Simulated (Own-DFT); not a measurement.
## Calculated data, GaP (zincblende, atoms displaced)

A calculation, not a measurement: plane-wave PBE density functional theory by an unreviewed code, no spin, of a simulated periodic cell, stress positive in tension, free energy of the whole cell less one offset for each atom, forces on such cells passed a denser k mesh, this cell's mesh not checked; offsets are fitted by least squares, one for each functional and potential file, so energies compare only between cells with the same atoms and settings and are not formation energies; the far tail of each file's local potential was reset to the Coulomb form; each entry is a single point on an unrelaxed cell, so the pressure reflects the starting lattice, mostly measured values (interpolated for alloys), from which strain is counted, and rises with the displacements; printed positions are rounded, which can move forces by about a meV/angstrom; the program, named Own-DFT, is a retired in-house code; no spin-orbit coupling. Program: Own-DFT development build.

GaP (zincblende, atoms displaced)

```cif
# cell vector a (Å): 10.9010 0.0000 0.0000
# cell vector b (Å): 0.0000 10.9010 0.0000
# cell vector c (Å): 0.0000 0.0000 10.9010
data_GaP
_symmetry_space_group_name_H-M 'P 1'
_symmetry_Int_Tables_number 1
_cell_length_a 10.9010
_cell_length_b 10.9010
_cell_length_c 10.9010
_cell_angle_alpha 90.000
_cell_angle_beta 90.000
_cell_angle_gamma 90.000
_cell_volume 1295.39
loop_
_atom_site_label
_atom_site_type_symbol
_atom_site_fract_x
_atom_site_fract_y
_atom_site_fract_z
_atom_site_occupancy
Ga1 Ga 0.99863 0.00297 0.99638 1
Ga2 Ga 0.00031 0.24885 0.25265 1
Ga3 Ga 0.24856 0.00227 0.24306 1
Ga4 Ga 0.25010 0.25032 0.99871 1
P1 P 0.12433 0.12352 0.12215 1
P2 P 0.12523 0.37211 0.37602 1
P3 P 0.37497 0.12481 0.37621 1
P4 P 0.37376 0.37625 0.12508 1
Ga5 Ga 0.99735 0.00036 0.50009 1
Ga6 Ga 0.00011 0.24894 0.74777 1
Ga7 Ga 0.25091 0.00060 0.75153 1
Ga8 Ga 0.25055 0.25065 0.49800 1
P5 P 0.12397 0.12408 0.62194 1
P6 P 0.12519 0.37357 0.86989 1
P7 P 0.37273 0.12326 0.87549 1
P8 P 0.37399 0.37496 0.62599 1
Ga9 Ga 0.00365 0.49917 0.99960 1
Ga10 Ga 0.00277 0.75203 0.24912 1
Ga11 Ga 0.25106 0.49806 0.24934 1
Ga12 Ga 0.25045 0.75139 0.99895 1
P9 P 0.12242 0.62743 0.12600 1
P10 P 0.12517 0.87503 0.37324 1
P11 P 0.37708 0.62629 0.37537 1
P12 P 0.37425 0.87501 0.12189 1
Ga13 Ga 0.00163 0.50200 0.50333 1
Ga14 Ga 0.00041 0.75211 0.75178 1
Ga15 Ga 0.25096 0.49998 0.75131 1
Ga16 Ga 0.25100 0.74846 0.50254 1
P13 P 0.12714 0.62773 0.62632 1
P14 P 0.12586 0.87427 0.87414 1
P15 P 0.37325 0.62988 0.87470 1
P16 P 0.37393 0.87308 0.62315 1
Ga17 Ga 0.50263 0.99885 0.99902 1
Ga18 Ga 0.50225 0.25064 0.25074 1
Ga19 Ga 0.75119 0.99841 0.24979 1
Ga20 Ga 0.74755 0.24941 0.00004 1
P17 P 0.62693 0.12580 0.12256 1
P18 P 0.62370 0.37704 0.37436 1
P19 P 0.87630 0.12733 0.37392 1
P20 P 0.87520 0.37570 0.12598 1
Ga21 Ga 0.49968 0.99934 0.49907 1
Ga22 Ga 0.49982 0.25294 0.75232 1
Ga23 Ga 0.74867 0.00284 0.75075 1
Ga24 Ga 0.74928 0.24802 0.50044 1
P21 P 0.62152 0.12557 0.62778 1
P22 P 0.62459 0.37639 0.87281 1
P23 P 0.87624 0.12081 0.87343 1
P24 P 0.87466 0.37422 0.62358 1
Ga25 Ga 0.50079 0.50055 0.99840 1
Ga26 Ga 0.50039 0.75149 0.24798 1
Ga27 Ga 0.74542 0.49756 0.24879 1
Ga28 Ga 0.75056 0.74924 0.99853 1
P25 P 0.62503 0.62481 0.12447 1
P26 P 0.62453 0.87611 0.37461 1
P27 P 0.87541 0.62492 0.38083 1
P28 P 0.87403 0.87526 0.12668 1
Ga29 Ga 0.49760 0.49941 0.49800 1
Ga30 Ga 0.50069 0.75476 0.75056 1
Ga31 Ga 0.75290 0.49906 0.75137 1
Ga32 Ga 0.74937 0.75178 0.50079 1
P29 P 0.62607 0.62494 0.62393 1
P30 P 0.62154 0.87501 0.87758 1
P31 P 0.87696 0.62704 0.87522 1
P32 P 0.87710 0.87688 0.62734 1
```

Settings of this run: functional PBE, potential files PseudoDojo norm-conserving, scalar-relativistic, standard set, wave cutoff 42 hartree, occupations Fermi-Dirac, smearing width 0.1 eV, hardware one NVIDIA H100 and k mesh 3 x 3 x 3 centred on Gamma.

Results for GaP (zincblende, atoms displaced): free energy of cell above offsets -35.720 eV; pressure 2.72 GPa; stress xx -2.73 GPa; stress yy -2.71 GPa; stress zz -2.71 GPa; stress yz -0.16 GPa; stress xz -0.04 GPa; stress xy 0.01 GPa; wall time 516.4 s.

Force:
| element | x (eV/Å) | y (eV/Å) | z (eV/Å) |
| --- | --- | --- | --- |
| Ga | 0.172 | -0.705 | 0.391 |
| Ga | 0.121 | 0.154 | -0.492 |
| Ga | 0.239 | -0.276 | 0.654 |
| Ga | -0.101 | 0.06 | 0.061 |
| P | -0.242 | 0.536 | -0.006 |
| P | -0.043 | 0.563 | -0.069 |
| P | 0.008 | -0.039 | -0.488 |
| P | 0.325 | -0.264 | -0.241 |
| Ga | 0.262 | -0.111 | -0.239 |
| Ga | -0.139 | -0.153 | -0.115 |
| Ga | -0.235 | -0.135 | -0.491 |
| Ga | 0.004 | -0.181 | 0.32 |
| P | 0.296 | 0.031 | 0.231 |
| P | -0.024 | 0.05 | 0.489 |
| P | 0.513 | 0.274 | 0.055 |
| P | 0.072 | 0.038 | -0.149 |
| Ga | -0.23 | 0.013 | -0.017 |
| Ga | -0.592 | -0.219 | 0.417 |
| Ga | -0.287 | 0.397 | 0.226 |
| Ga | -0.314 | -0.142 | 0.197 |
| P | 0.592 | -0.345 | -0.19 |
| P | 0.263 | 0.235 | 0.245 |
| P | -0.324 | -0.057 | -0.251 |
| P | 0.209 | 0.133 | 0.236 |
| Ga | 0.078 | -0.171 | -0.139 |
| Ga | 0.075 | -0.115 | -0.21 |
| Ga | 0.045 | 0.269 | -0.141 |
| Ga | -0.145 | 0.158 | -0.559 |
| P | -0.224 | -0.306 | 0.204 |
| P | -0.083 | 0.297 | 0.201 |
| P | 0.353 | -0.503 | -0.051 |
| P | 0.158 | 0.467 | 0.258 |
| Ga | -0.437 | 0.342 | 0.243 |
| Ga | -0.271 | -0.136 | -0.125 |
| Ga | -0.096 | 0.336 | 0.067 |
| Ga | 0.547 | 0.179 | -0.269 |
| P | -0.287 | -0.248 | 0.417 |
| P | 0.084 | -0.425 | 0.284 |
| P | -0.412 | -0.422 | 0.176 |
| P | 0.036 | -0.174 | -0.182 |
| Ga | -0.096 | 0.011 | 0.158 |
| Ga | -0.334 | -0.289 | -0.099 |
| Ga | -0.115 | -0.472 | -0.057 |
| Ga | -0.171 | 0.164 | -0.067 |
| P | 0.16 | 0.01 | -0.279 |
| P | 0.186 | -0.034 | 0.335 |
| P | -0.356 | 0.933 | 0.021 |
| P | 0.058 | -0.008 | 0.167 |
| Ga | -0.305 | 0.176 | 0.021 |
| Ga | -0.078 | -0.031 | 0.056 |
| Ga | 0.657 | 0.468 | 0.262 |
| Ga | -0.036 | 0.122 | 0.236 |
| P | -0.013 | 0.081 | -0.093 |
| P | 0.091 | -0.038 | -0.035 |
| P | -0.093 | 0.023 | -0.854 |
| P | 0.239 | -0.036 | -0.461 |
| Ga | 0.184 | 0.128 | 0.363 |
| Ga | -0.049 | -0.526 | -0.314 |
| Ga | -0.083 | 0.289 | -0.284 |
| Ga | 0.166 | 0.019 | 0.122 |
| P | -0.216 | -0.029 | 0.309 |
| P | 0.752 | 0.033 | -0.371 |
| P | -0.008 | -0.331 | 0.021 |
| P | -0.505 | -0.066 | -0.106 |
